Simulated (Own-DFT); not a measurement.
# One host, several defects: zincblende GaAs

Calculated, not measured: single-point runs of Own-DFT, a retired in-house plane-wave DFT program that no person has reviewed, on unrelaxed cells, without spin or spin-orbit coupling.

Settings: PBE; PseudoDojo norm-conserving scalar-relativistic files; cutoff 42 hartree; 3 x 3 x 3 k mesh centred on Gamma; Fermi-Dirac smearing of 0.1 eV.

Limits (not all hold for every row): not probed for a lower state with spin; forces not confirmed at this smearing and k mesh; stress not checked against mesh or cutoff.

All runs share one cell, with vectors in Å (11.737, 0.000, 0.000); (0.000, 11.737, 0.000); (0.000, 0.000, 10.919) and a volume of 1504.3 Å³, strained against the parent crystal. u is the rms random offset of the atoms per axis. The defect's site can differ from row to row.

```
cell,formula,u (Å),P (GPa)
no defect,As32Ga32,0.0285,0.73
no defect,As32Ga32,0.0469,1.09
no defect,As32Ga32,0.0519,1.17
one As vacancy and one Ga vacancy,As31Ga31,0.0304,0.48
one As vacancy and one Ga vacancy,As31Ga31,0.0309,0.41
one As vacancy and one Ga vacancy,As31Ga31,0.0491,0.64
one As vacancy and one Ga vacancy,As31Ga31,0.0537,?
one In on a Ga site,As32Ga31In,0.0312,1.31
one In on a Ga site,As32Ga31In,0.0485,1.66
one In on a Ga site,As32Ga31In,0.0500,1.67
one P on an As site,As31Ga32P,0.0299,0.51
one P on an As site,As31Ga32P,0.0495,0.83
one P on an As site,As31Ga32P,0.0526,0.77
one Al on a Ga site,AlAs32Ga31,0.0284,0.70
one Al on a Ga site,AlAs32Ga31,0.0314,0.79
one Al on a Ga site,AlAs32Ga31,0.0497,1.01
```

## Fit

P = P0 + c u² + a shift for each defect gives P0 = 0.64 GPa, c = 188 ± 18 GPa/Å² and a scatter of 0.05 GPa. The shifts, and each times the cell's volume:

- one In on a Ga site: 0.54 ± 0.04 GPa, 5.1 eV
- one Al on a Ga site: -0.07 ± 0.04 GPa, -0.7 eV (not resolved)
- one P on an As site: -0.32 ± 0.04 GPa, -3.0 eV
- one As vacancy and one Ga vacancy: -0.39 ± 0.04 GPa, -3.7 eV

Positive is outwards. The product with the volume (160.2 GPa Å³ to the eV) is nearly free of the cell's size; divided by the bulk modulus at the cell's pressure it gives the volume that the defect adds. The atoms around the defects weren't relaxed, which would change these numbers.

## Prediction

Q: what pressure belongs in the blank (one As vacancy and one Ga vacancy, u = 0.0537 Å)?

Estimate: 0.78 ± 0.07 GPa. The calculation gave 0.95 GPa.
